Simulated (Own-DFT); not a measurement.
# Strain and stress in diamond silicon, 64 atoms (Si64)

All numbers below are calculated, not measured. They come from Own-DFT, an in-house plane-wave density functional program, since retired, whose code no person has reviewed. Each row is one single-point run on a periodic cell that was not relaxed, without spin or spin-orbit coupling.

Settings of every run: PBE; PseudoDojo norm-conserving scalar-relativistic files; cutoff 20 hartree; 3 x 3 x 3 k mesh centred on Gamma; Fermi-Dirac smearing of 0.1 eV.

Known limits: k mesh not checked against a denser one; stress not checked against mesh or cutoff.

Unstrained cell vectors in Å: (10.862, 0.000, 0.000); (0.000, 10.862, 0.000); (0.000, 0.000, 10.862). The unstrained cell has measured lattice constants (interpolated for alloys), not those of this functional. That, the random moves and any unrelaxed bonds set the pressure at no strain. Each run strains this cell uniformly, with the atoms carried along. Every atom was also moved at random, by a Gaussian of width 0.05 Å on each axis. Strain is the symmetric tensor, in per cent. Stress is positive in tension, and the pressure is minus a third of its trace.

| run | e_xx (%) | e_yy (%) | e_zz (%) | e_yz (%) | e_xz (%) | e_xy (%) | s_xx (GPa) | s_yy (GPa) | s_zz (GPa) | s_yz (GPa) | s_xz (GPa) | s_xy (GPa) | P (GPa) | E (meV/atom) |
|---|---|---|---|---|---|---|---|---|---|---|---|---|---|---|
| 1 | 1.63 | -1.82 | 1.30 | 1.56 | -0.76 | 1.88 | -0.73 | -3.65 | -1.05 | 2.83 | -1.71 | 3.77 | 1.81 | 21.4 |
| 2 | 0.13 | 1.95 | 1.78 | 0.54 | 0.45 | 1.42 | -0.19 | 1.37 | 1.14 | 0.79 | 1.10 | 2.73 | -0.77 | 4.0 |
| 3 | -0.30 | -1.90 | -0.44 | 0.97 | 1.72 | -1.17 | -4.75 | -6.19 | -4.97 | 1.50 | 3.42 | -1.75 | 5.30 | 23.1 |
| 4 | -1.55 | -1.84 | -1.87 | -0.40 | -1.13 | 1.33 | -8.42 | -8.59 | -8.57 | -1.33 | -1.86 | 3.22 | 8.53 | 46.3 |
| 5 | -1.65 | -0.94 | 1.07 | -1.65 | 1.72 | 1.46 | -5.48 | -5.01 | -3.28 | -4.20 | 3.98 | 3.06 | 4.59 | 43.8 |
| 6 | 1.16 | -0.46 | -0.07 | -0.94 | -1.25 | 0.54 | -1.02 | -2.43 | -2.21 | -1.72 | -1.92 | 0.46 | 1.89 | 0.0 |
| 7 | -1.08 | 0.30 | 0.99 | 1.42 | 0.98 | 0.25 | -3.42 | -2.40 | -1.68 | 1.88 | 2.11 | 1.44 | 2.50 | 17.2 |
| 8 | -0.28 | -0.80 | -0.31 | -0.99 | 1.57 | -0.45 | -3.73 | -4.27 | -3.79 | -2.55 | 3.12 | 0.00 | 3.93 | 7.7 |
| 9 | 1.44 | -1.41 | 0.91 | -1.85 | -0.36 | -1.79 | -0.93 | -3.32 | -1.34 | -4.70 | -0.24 | -2.72 | 1.86 | 15.2 |
| 10 | 0.86 | -0.02 | -0.01 | 0.96 | -1.35 | -0.77 | -1.23 | -2.20 | -2.14 | 1.59 | -2.41 | -1.99 | 1.85 | 5.2 |
| 11 | 0.78 | 1.37 | -1.93 | 0.70 | -1.06 | 1.84 | -2.21 | -1.61 | -4.32 | 1.09 | -2.03 | 4.19 | 2.71 | 31.1 |
| 12 | -1.23 | -1.15 | -1.56 | -0.95 | 0.77 | -0.20 | -6.92 | -6.71 | -7.34 | -2.77 | 1.40 | -0.19 | 6.99 | 38.1 |
| 13 | -1.44 | -0.13 | 1.04 | 1.65 | 1.71 | -1.43 | -4.41 | -3.42 | -2.30 | 3.13 | 3.73 | -3.80 | 3.38 | 23.0 |
| 14 | -0.67 | 1.22 | -1.31 | -0.64 | 0.91 | 0.23 | -3.80 | -2.04 | -4.41 | -1.09 | 2.52 | 0.72 | 3.42 | 14.3 |
| 15 | -0.74 | -0.35 | -1.03 | 1.37 | 1.78 | 1.15 | -5.09 | -4.64 | -5.42 | 2.81 | 3.47 | 2.99 | 5.05 | 30.9 |
| 16 | -1.58 | 1.11 | -1.68 | -1.92 | -0.62 | 1.59 | -5.75 | -3.15 | -5.83 | -4.50 | -1.09 | 3.10 | 4.91 | 25.8 |
| 17 | 1.92 | 1.05 | -0.90 | -0.69 | 1.21 | -0.17 | 0.59 | -0.36 | -2.20 | -1.22 | 2.97 | -0.25 | 0.66 | 3.9 |
| 18 | 0.75 | -0.41 | -1.39 | 0.56 | 1.40 | 1.33 | ? | ? | ? | ? | ? | ? | ? | ? |

E is the free energy for each atom above the lowest run shown.

## Worked fit

Each stress component was fitted by least squares to a constant and the strains of the runs shown, as fractions, with shears doubled. Shear strains stay in the fit of a normal stress only where such slopes are resolved. The slopes, in GPa:

| stress | at no strain | per e_xx | per e_yy | per e_zz | scatter |
|---|---|---|---|---|---|
| s_xx | -2.8 | 164 ± 5 | 74 ± 5 | 73 ± 5 | 0.25 |
| s_yy | -2.8 | 77 ± 4 | 159 ± 4 | 68 ± 4 | 0.22 |
| s_zz | -2.9 | 76 ± 4 | 73 ± 4 | 158 ± 4 | 0.22 |

Each shear stress against twice its own strain: yz 105 ± 4, xz 98 ± 4, xy 104 ± 7 GPa. These are stiffnesses along x, y and z of the frame in which the cell vectors are given, which need not be the crystal's axes. The atoms are held to the strained lattice; where symmetry lets them move under strain, relaxing them would lower some slopes. The table should be nearly symmetric about its diagonal, and what it lacks of that shows the noise. A ninth of its sum, 102 ± 2 GPa, estimates the bulk modulus near the mean pressure of these runs, 3.4 GPa, so it lies above the value at zero pressure.

## Withheld run

Question: what normal stresses and pressure should run 18 give?

The fit gives s_xx = -2.9, s_yy = -3.8, s_zz = -4.8 and P = 3.8 GPa. The calculation gave -2.89, -3.85, -4.54 and P = 3.76 GPa.
